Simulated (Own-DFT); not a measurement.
Al$_{16}$O$_{23}$ (corundum with two vacancies, atoms displaced) (calculated)

All values are calculated (Own-DFT development build). A calculation, not a measurement: plane-wave PBE density functional theory by an unreviewed code, no spin, of a simulated periodic cell, stress positive in tension, free energy of the whole cell less one offset for each atom, defect cell not probed for a lower state with spin; oxygen file: force components 24 meV/angstrom off all-electron in one glass; forces on such cells passed a denser k mesh, this cell's mesh not checked; offsets are fitted by least squares, one for each functional and potential file, so energies compare only between cells with the same atoms and settings and are not formation energies; the far tail of each file's local potential was reset to the Coulomb form; each entry is a single point on an unrelaxed cell, so the pressure reflects the starting lattice, mostly measured values, from which strain is counted, and rises with the displacements; printed positions are rounded, which can move forces by about a meV/angstrom; the program is a retired in-house code; no spin-orbit coupling; before rounding, a Quantum ESPRESSO 7.3.1 run of the same cell and cutoff gave forces within 1 meV/angstrom rms on each cell, which checks the program and not the settings.

Settings shared by all entries: functional PBE; potential files PseudoDojo norm-conserving, scalar-relativistic, standard set; wave cutoff 72 hartree; occupations Fermi-Dirac; smearing width 0.1 eV; k mesh 3 x 3 x 3 centred on Gamma.

(1) Al$_{16}$O$_{23}$ (corundum with two vacancies, atoms displaced)

```
Al16O23
1.0
      5.4940     0.0000     8.6604
     -2.7470     4.7579     8.6604
     -2.7470    -4.7579     8.6604
Al O Al O Al O Al O Al O Al O Al O Al O
4 6 4 5 4 5 4 6 4 6 4 6 4 6 4 6
Direct
  0.17999 0.16974 0.18552
  0.32535 0.31718 0.33271
  0.42455 0.43868 0.42092
  0.06656 0.08164 0.08496
  0.28675 0.47003 0.11096
  0.47829 0.12675 0.27534
  0.12190 0.27424 0.45023
  0.21327 0.04354 0.37859
  0.03464 0.37816 0.21792
  0.38142 0.20816 0.01980
  0.17557 0.16820 0.68654
  0.31615 0.33924 0.81510
  0.44202 0.41960 0.92455
  0.08291 0.06250 0.58159
  0.27608 0.48028 0.61177
  0.45659 0.13211 0.78522
  0.12308 0.28997 0.97341
  0.03186 0.37439 0.71740
  0.38264 0.22667 0.53613
  0.18079 0.66420 0.18052
  0.31951 0.83270 0.31600
  0.42764 0.93424 0.40289
  0.06441 0.59138 0.05888
  0.26932 0.97177 0.12081
  0.46385 0.62405 0.28651
  0.11463 0.77454 0.47566
  0.21341 0.51509 0.39174
  0.03199 0.88168 0.20617
  0.19275 0.65397 0.67944
  0.33448 0.80299 0.81304
  0.43139 0.92217 0.92223
  0.06315 0.57827 0.58588
  0.26992 0.97567 0.62934
  0.47422 0.62056 0.79047
  0.12223 0.78536 0.97748
  0.21506 0.53084 0.87061
  0.03004 0.88031 0.71530
  0.36406 0.72481 0.53633
  0.68605 0.17268 0.16124
  0.82925 0.31550 0.32704
  0.92138 0.41445 0.43463
  0.57774 0.07309 0.07526
  0.78970 0.47741 0.12381
  0.98172 0.10670 0.27335
  0.63785 0.24310 0.49073
  0.73958 0.03965 0.34978
  0.55142 0.37010 0.22140
  0.87372 0.22642 0.04016
  0.67137 0.16624 0.68412
  0.82378 0.31898 0.82982
  0.91199 0.44358 0.92972
  0.58301 0.08713 0.55616
  0.76722 0.49362 0.62244
  0.96542 0.11879 0.77229
  0.64062 0.27899 0.94878
  0.71996 0.04121 0.86721
  0.53148 0.37642 0.71926
  0.88332 0.21412 0.52180
  0.69090 0.65510 0.18619
  0.83879 0.82372 0.31698
  0.92050 0.93318 0.42916
  0.57379 0.57282 0.07628
  0.77407 0.95569 0.13603
  0.95364 0.63257 0.28971
  0.62422 0.78897 0.45571
  0.73070 0.52329 0.36641
  0.52872 0.87099 0.23039
  0.88577 0.71950 0.01389
  0.68110 0.67142 0.67001
  0.82978 0.80870 0.82970
  0.93479 0.92600 0.92626
  0.56548 0.58041 0.56628
  0.78139 0.96104 0.63027
  0.96373 0.62627 0.78445
  0.61335 0.77001 0.99181
  0.72118 0.53171 0.86314
  0.52515 0.87411 0.72083
  0.86411 0.73004 0.52622
```

* free energy of cell above offsets: -43.352 eV
* pressure: 11.97 GPa
* stress xx: -11.36 GPa
* stress yy: -12.98 GPa
* stress zz: -11.58 GPa
* stress yz: 0.24 GPa
* stress xz: 0.76 GPa
* stress xy: 1.43 GPa

Force:
```
element  x (eV/Å)  y (eV/Å)  z (eV/Å)
     Al    -0.153      3.26    -0.609
     Al    -0.835      0.55    -0.245
     Al     0.579    -2.193    -2.345
     Al     3.188     1.802    -2.406
      O    -1.006    -1.239     1.153
      O      -0.1     1.041    -0.148
      O     0.954    -1.367     3.888
      O     3.144    -1.052    -1.779
      O    -0.423     0.164    -1.057
      O    -0.339    -0.198     2.415
     Al     0.482    -1.139     1.657
     Al     1.107    -3.201     -0.59
     Al    -0.982     0.279     -1.63
     Al    -1.513     1.499    -0.681
      O    -0.676    -1.798     1.891
      O     1.465    -0.086    -0.046
      O    -0.858    -0.023    -1.127
      O    -1.046    -0.397    -0.391
      O    -0.751     0.974    -2.895
     Al         0     1.089     1.009
     Al    -0.208    -1.148     -1.19
     Al    -1.121    -2.465     2.869
     Al     2.502    -3.777      1.87
      O         1    -0.968     1.932
      O     0.641     0.955     1.499
      O     0.926     0.672     1.305
      O     0.913     1.445    -0.656
      O     0.243    -1.852    -0.461
     Al    -3.177     4.301     -0.57
     Al    -4.211     2.322     3.791
     Al    -1.203     0.783    -1.404
     Al      0.55     1.219    -1.922
      O     1.874     0.238    -0.182
      O     2.502    -0.727    -2.746
      O     1.139     -0.44    -1.458
      O      0.65    -1.163     1.457
      O     0.635    -2.534    -1.182
      O      1.25     0.983      0.24
     Al    -0.969    -1.016      1.61
     Al     1.022    -0.765    -0.159
     Al    -0.208      1.77     0.928
     Al     0.725     0.614    -2.051
      O    -0.779    -1.027     -1.23
      O    -2.891      1.15     4.533
      O    -0.491     6.565     3.502
      O    -1.566     -2.01     0.102
      O    -0.928    -0.517     -1.26
      O    -0.211     2.004    -1.801
     Al     0.268     0.378     0.444
     Al     2.522     2.695     1.316
     Al      2.71    -2.026     -1.48
     Al    -0.016    -4.548    -3.818
      O     2.752      -1.9    -2.846
      O    -1.279     1.347     2.998
      O    -1.679    -3.136     0.317
      O     0.317    -2.889     0.259
      O    -0.581     0.844    -0.406
      O    -1.315     -0.11    -0.384
     Al    -1.839     4.116    -0.698
     Al    -2.139     -0.18     0.563
     Al     0.921    -1.502    -1.587
     Al    -1.362     1.234    -1.262
      O       0.4     3.054    -0.262
      O     3.603     -0.58    -1.508
      O    -1.067    -1.332    -0.213
      O    -1.548    -2.948     1.051
      O     0.723     0.859     -2.13
      O    -2.913      0.36     -0.49
     Al    -1.818     1.979     0.786
     Al    -2.033     2.711     1.242
     Al    -1.014     0.257     -1.56
     Al     1.173     0.059     1.728
      O    -0.758    -0.645     0.161
      O     1.877     0.094    -0.713
      O     1.703     1.156     0.971
      O    -0.198    -2.269     2.348
      O     0.545      0.38     0.315
      O     1.198    -0.034     1.425
```

(2) Al$_{16}$O$_{23}$ (corundum with two vacancies, atoms displaced)

```
Al16O23
1.0
      5.4940     0.0000     8.6604
     -2.7470     4.7579     8.6604
     -2.7470    -4.7579     8.6604
Al O Al O Al O Al O Al O Al O Al O Al O
4 6 4 6 4 5 4 6 4 6 4 6 4 6 4 5
Direct
  0.18320 0.15491 0.19548
  0.31648 0.32501 0.33005
  0.41834 0.43420 0.43601
  0.07100 0.06613 0.07647
  0.26799 0.46200 0.14587
  0.47168 0.15117 0.27078
  0.12958 0.27715 0.46712
  0.22785 0.03173 0.36671
  0.01828 0.37178 0.24552
  0.38201 0.21887 0.03324
  0.16078 0.20004 0.66863
  0.32431 0.33136 0.80535
  0.42218 0.43089 0.92142
  0.08271 0.07062 0.58507
  0.27818 0.46741 0.62098
  0.46248 0.13228 0.77864
  0.13213 0.26442 0.97439
  0.23831 0.01719 0.87599
  0.01252 0.37616 0.73468
  0.37252 0.21886 0.51857
  0.15315 0.69318 0.17817
  0.33134 0.82757 0.32649
  0.42726 0.91368 0.44576
  0.06345 0.58069 0.06471
  0.27643 0.96453 0.10938
  0.46496 0.62657 0.28067
  0.11970 0.78481 0.46887
  0.20345 0.51613 0.39925
  0.03930 0.85911 0.21672
  0.19528 0.66886 0.66575
  0.32256 0.82624 0.82343
  0.42322 0.91590 0.93517
  0.08173 0.58463 0.57071
  0.28080 0.97555 0.62230
  0.45994 0.63186 0.78365
  0.14617 0.76952 0.97317
  0.23009 0.53451 0.86907
  0.01587 0.88260 0.71824
  0.37102 0.72618 0.53410
  0.66675 0.17173 0.18697
  0.82873 0.33308 0.32215
  0.91803 0.41507 0.43834
  0.57896 0.08433 0.06493
  0.75682 0.47004 0.13977
  0.95723 0.13937 0.26703
  0.62835 0.29065 0.47558
  0.72433 0.01914 0.38329
  0.51710 0.37049 0.22788
  0.86902 0.22432 0.02646
  0.67339 0.19275 0.67794
  0.83415 0.31505 0.81092
  0.91984 0.42842 0.93209
  0.56847 0.07892 0.56851
  0.79373 0.44213 0.62185
  0.97119 0.12622 0.78336
  0.62270 0.26292 0.98107
  0.73449 0.03233 0.87123
  0.53258 0.37956 0.71487
  0.88314 0.21047 0.52552
  0.68532 0.67468 0.17976
  0.84833 0.81708 0.32002
  0.91993 0.92127 0.43717
  0.56532 0.55415 0.08828
  0.77386 0.98610 0.11046
  0.97598 0.62651 0.27008
  0.61594 0.77955 0.46668
  0.72316 0.50881 0.39900
  0.52853 0.87693 0.21952
  0.88269 0.72201 0.03766
  0.68047 0.66806 0.69204
  0.81942 0.81298 0.81818
  0.92451 0.92655 0.92077
  0.57107 0.58652 0.57717
  0.77806 0.98338 0.62078
  0.98471 0.61460 0.76698
  0.74146 0.53453 0.85658
  0.55068 0.85788 0.72583
  0.85812 0.71408 0.54363
```

* free energy of cell above offsets: -39.594 eV
* pressure: 14.84 GPa
* stress xx: -17.82 GPa
* stress yy: -13.67 GPa
* stress zz: -13.02 GPa
* stress yz: 1.2 GPa
* stress xz: 2.25 GPa
* stress xy: 1.04 GPa

Force:
```
element  x (eV/Å)  y (eV/Å)  z (eV/Å)
     Al    -0.742     6.879    -2.584
     Al     0.063     1.456     0.643
     Al     3.817     0.908    -2.361
     Al    -0.252     1.915     1.024
      O      0.78     3.289    -1.338
      O      1.18    -4.654     -3.88
      O    -1.792    -1.843    -0.659
      O     0.075    -4.804      2.02
      O     2.411     2.528    -1.705
      O    -1.485      0.57    -1.845
     Al     1.868    -1.412     1.155
     Al    -0.622    -4.353      1.24
     Al    -0.301     -2.99     1.109
     Al    -0.902     1.278    -2.637
      O    -1.734     0.332     1.981
      O     1.548     -0.01    -0.355
      O    -1.173      2.03     0.815
      O    -1.118     1.264    -2.269
      O     2.464     1.052     0.514
      O    -0.343    -1.618     2.447
     Al     9.864    -5.227    -3.664
     Al     0.922     1.047    -2.225
     Al     -0.58     4.901    -0.581
     Al     3.636    -4.205     3.526
      O    -3.013    -3.557     4.243
      O    -0.811    -0.115     1.203
      O     1.194    -0.251     0.782
      O     0.745     1.997     0.648
      O    -6.907     3.098     5.037
     Al    -4.035    -0.425     0.044
     Al     0.557     0.702     1.887
     Al     3.734     0.911    -0.126
     Al    -1.416    -1.285    -3.404
      O    -0.681    -1.063     0.066
      O      2.45    -0.071     0.032
      O    -2.395     1.139    -2.651
      O     -0.51     0.093    -1.755
      O     2.411    -1.223     0.771
      O      0.89      0.53    -0.389
     Al     1.396     1.318     0.412
     Al    -0.098    -1.994    -1.949
     Al     3.557     2.026    -0.112
     Al    -0.197    -1.975    -1.188
      O     1.683     1.218      1.07
      O     1.691    -2.186     0.152
      O    -1.222    -0.173    -2.479
      O     0.859     0.855    -0.783
      O     0.163     0.198     2.012
      O     0.006    -0.946     0.216
     Al     2.704    -1.735    -2.011
     Al    -3.848    -1.579     2.067
     Al     1.016    -1.271    -0.996
     Al    -0.306    -1.303     1.687
      O    -4.814    -0.113     2.699
      O     3.158    -0.765    -1.027
      O     0.147     5.446     2.244
      O     -1.28     0.609    -1.653
      O    -2.826     0.621      1.03
      O      0.27    -0.826     1.215
     Al    -0.758     0.365     -1.11
     Al    -3.811     -0.25    -3.057
     Al     -1.57     1.799     1.182
     Al    -0.896     2.819      0.51
      O     1.228    -3.363     1.872
      O    -1.843    -0.753     0.065
      O     2.788    -1.494     2.425
      O    -1.259     3.795    -0.736
      O     0.094    -0.448     0.017
      O    -2.128     1.309    -2.321
     Al    -1.327     1.457    -2.284
     Al    -1.616     0.787     0.849
     Al    -0.348    -0.216     0.407
     Al     1.658    -1.405    -0.874
      O     0.127    -0.786    -1.061
      O    -1.198    -0.187     2.366
      O    -2.149    -4.275     0.653
      O    -2.762     1.792    -0.079
      O     3.915     2.812     1.811
```

(3) Al$_{16}$O$_{23}$ (corundum with two vacancies, atoms displaced)

```
Al16O23
1.0
      5.4940     0.0000     8.6604
     -2.7470     4.7579     8.6604
     -2.7470    -4.7579     8.6604
Al O Al O Al O Al O Al O Al O Al O Al O
4 6 4 6 4 5 4 6 4 5 4 6 4 6 4 6
Direct
  0.18015 0.17867 0.15393
  0.32508 0.31829 0.31116
  0.42951 0.42266 0.44250
  0.07618 0.08370 0.06401
  0.30718 0.46021 0.12462
  0.47795 0.11927 0.28762
  0.10617 0.28691 0.46729
  0.23107 0.03866 0.36545
  0.03905 0.38987 0.20913
  0.37957 0.21438 0.02568
  0.17555 0.17433 0.68205
  0.32527 0.33073 0.83091
  0.42220 0.43605 0.91265
  0.08618 0.06679 0.56373
  0.27839 0.47004 0.61557
  0.46858 0.13120 0.77283
  0.12394 0.28687 0.96532
  0.24071 0.01129 0.88379
  0.01807 0.39090 0.72646
  0.37749 0.22969 0.52493
  0.17099 0.68721 0.18822
  0.31959 0.82634 0.32617
  0.42993 0.92060 0.41996
  0.06674 0.57775 0.06580
  0.28031 0.95828 0.13697
  0.47188 0.63847 0.27745
  0.11355 0.78341 0.46713
  0.03491 0.88098 0.20839
  0.37962 0.71411 0.02202
  0.16382 0.68307 0.67452
  0.35030 0.81698 0.80906
  0.42539 0.93341 0.92246
  0.07012 0.58924 0.55317
  0.28847 0.97297 0.61187
  0.46127 0.62626 0.80043
  0.12048 0.77884 0.97714
  0.21085 0.52990 0.87545
  0.03566 0.87541 0.70275
  0.37690 0.72405 0.53066
  0.68044 0.17088 0.18061
  0.84356 0.32118 0.31880
  0.92960 0.43507 0.41216
  0.56434 0.07611 0.07493
  0.78701 0.45509 0.14120
  0.97580 0.13393 0.27409
  0.61190 0.28107 0.48038
  0.74194 0.01807 0.36693
  0.87012 0.22246 0.03110
  0.65063 0.17872 0.69321
  0.82455 0.32430 0.82480
  0.93747 0.42003 0.91897
  0.55433 0.09215 0.57314
  0.77739 0.48200 0.62334
  0.95016 0.12616 0.77382
  0.61805 0.29014 0.96279
  0.73621 0.01666 0.88223
  0.52211 0.37659 0.71138
  0.89141 0.23018 0.49774
  0.67294 0.69194 0.16642
  0.80725 0.83527 0.30661
  0.93807 0.92026 0.41816
  0.56227 0.57887 0.07640
  0.78402 0.95462 0.12009
  0.97461 0.60921 0.28392
  0.62137 0.78015 0.48044
  0.70490 0.52900 0.38837
  0.54060 0.87347 0.19382
  0.88834 0.70776 0.02181
  0.67445 0.69695 0.65985
  0.81605 0.83592 0.81444
  0.91924 0.94168 0.93197
  0.57608 0.57172 0.57575
  0.77735 0.96403 0.61514
  0.96086 0.63351 0.78416
  0.62004 0.79102 0.96631
  0.72052 0.51422 0.88928
  0.53218 0.85908 0.73375
  0.84857 0.72003 0.53277
```

* free energy of cell above offsets: -39.163 eV
* pressure: 14.75 GPa
* stress xx: -16.61 GPa
* stress yy: -14.66 GPa
* stress zz: -12.98 GPa
* stress yz: -0.5 GPa
* stress xz: -0.08 GPa
* stress xy: 1.48 GPa

Force:
```
element  x (eV/Å)  y (eV/Å)  z (eV/Å)
     Al    -1.934    -2.371     2.464
     Al    -1.456     -1.73     2.513
     Al     1.175     4.436    -2.625
     Al    -0.565    -2.062    -0.876
      O    -0.947     2.886    -2.662
      O     1.687    -0.122    -1.769
      O      3.58    -2.044     3.551
      O     1.706     0.051    -1.702
      O     1.335    -2.409    -2.707
      O    -0.718     1.301    -0.615
     Al     0.115     1.363    -0.518
     Al     -0.42     1.696    -3.016
     Al    -0.724    -1.782     2.851
     Al    -2.342     0.883     0.115
      O    -3.601    -1.197     2.631
      O    -1.192    -1.435     0.228
      O     2.041    -1.184     0.134
      O    -2.363     3.239    -1.764
      O     2.918    -1.115     -2.18
      O    -2.708    -0.308    -2.765
     Al     2.808     -1.58    -2.113
     Al     0.307    -0.701     0.285
     Al    -0.279    -0.158     0.739
     Al     0.475     0.658     3.581
      O    -0.599     3.354    -0.725
      O     0.306    -1.217     -1.56
      O     2.402    -1.101     2.335
      O      -2.1      0.57     0.977
      O     -1.52    -0.061     1.353
     Al     0.881    -0.988    -0.604
     Al    -5.493    -0.356     0.103
     Al     1.056    -2.377     0.151
     Al     0.217    -1.162    -1.579
      O    -1.634    -0.781     1.453
      O     4.196     0.264    -3.702
      O     0.447     0.772    -0.124
      O     2.184     0.165     0.479
      O    -1.365     0.508     0.959
      O    -0.609     0.227    -1.061
     Al    -1.844     1.436     0.936
     Al    -2.579     0.428    -0.522
     Al    -2.251    -3.024    -1.591
     Al     1.678     0.411     1.524
      O    -0.329     2.929     -1.34
      O     2.249    -0.773    -1.719
      O     2.714    -1.165     1.282
      O     -1.84     0.867     -0.94
      O      2.35    -0.272    -0.164
     Al     4.988     1.062     0.262
     Al    -1.648     1.628    -0.495
     Al    -4.804     1.336     0.599
     Al     4.908     -1.57     0.762
      O    -0.298    -0.943    -1.514
      O      1.45     1.896     3.555
      O     0.999    -1.949    -0.867
      O    -1.984      2.31    -2.618
      O    -1.803    -0.098     2.321
      O    -1.595    -3.191     0.545
     Al     4.349    -3.582    -2.277
     Al      1.79    -5.125     3.088
     Al    -3.598     2.411    -1.855
     Al     1.534    -1.819     0.111
      O    -4.243     1.104     1.258
      O    -1.061     5.132     2.669
      O    -1.015     1.941     -2.66
      O     1.766     1.729     0.023
      O     -5.04     0.721      3.98
      O    -3.371     1.804    -1.014
     Al    -1.869    -6.528    -2.473
     Al     1.243    -0.991     0.483
     Al     4.844    -0.996    -2.846
     Al     0.466     0.157      0.89
      O    -1.546     0.076      1.55
      O     1.655     0.263     -0.88
      O     0.601    -0.499    -0.291
      O    -0.456     1.395     0.573
      O    -1.501     3.532     2.004
      O     7.827     3.825     5.413
```
